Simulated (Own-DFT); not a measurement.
# Response to strain: diamond-structure SiGeSn with randomly placed atoms, 64 atoms (Ge52Si8Sn4)

All numbers below are calculated, not measured. They come from Own-DFT, an in-house plane-wave density functional program, since retired, whose code no person has reviewed. Each row is one single-point run on a periodic cell that was not relaxed, without spin or spin-orbit coupling.

Settings of every run: PBE; PseudoDojo norm-conserving scalar-relativistic files; cutoff 49 hartree; 3 x 3 x 3 k mesh centred on Gamma; Fermi-Dirac smearing of 0.1 eV.

Known limits: forces on such cells moved up to 12 meV/angstrom on a denser k mesh; stress not checked against mesh or cutoff.

Unstrained cell vectors in Å: (11.363, 0.000, 0.000); (0.000, 11.363, 0.000); (0.000, 0.000, 11.363). The unstrained cell has measured lattice constants (interpolated for alloys), not those of this functional. That, the random moves and any unrelaxed bonds set the pressure at no strain. Each run strains this cell uniformly, with the atoms carried along. Every atom was also moved at random, by a Gaussian of width 0.05 Å on each axis. The random placing of the alloy's atoms differs from row to row. Strain is the symmetric tensor, in per cent. Stress is positive in tension, and the pressure is minus a third of its trace.

```
run,e_xx (%),e_yy (%),e_zz (%),s_xx (GPa),s_yy (GPa),s_zz (GPa),P (GPa),E (meV/atom)
1,3.00,3.00,0.00,0.18,0.12,-1.58,0.43,0.0
2,-2.75,-2.75,0.00,-10.11,-10.00,-8.17,9.43,71.1
3,-2.00,-2.00,0.00,-8.46,-8.45,-6.89,7.93,53.2
4,2.25,2.25,0.00,-1.03,-0.90,-2.20,1.38,3.7
5,0.50,0.50,0.00,-3.55,-3.50,-3.89,3.65,9.4
6,2.00,2.00,0.00,-1.49,-1.55,-2.76,1.93,23.4
7,-0.25,-0.25,0.00,-5.07,-5.10,-5.02,5.06,31.0
8,-0.75,-0.75,0.00,-6.29,-6.08,-5.57,5.98,46.8
9,-0.50,-0.50,0.00,?,?,?,?,?
```

E is the free energy for each atom above the lowest run shown.

## Worked fit

The change of volume is close to e_xx + e_yy + e_zz. A straight line through the runs shown gives P = 4.89 - 77 x (fractional change of volume) GPa, with an error of 3 on the slope and a scatter of 0.28 GPa. The strain isn't the same on all axes, but the crystal is cubic, so the slope still estimates the bulk modulus, averaged over pressures from 0.4 to 9.4 GPa.

## Withheld run

Question: what pressure should run 9 give? Its volume changes by -1.00 %.

The line gives 5.7 GPa. The calculation gave 5.47 GPa.
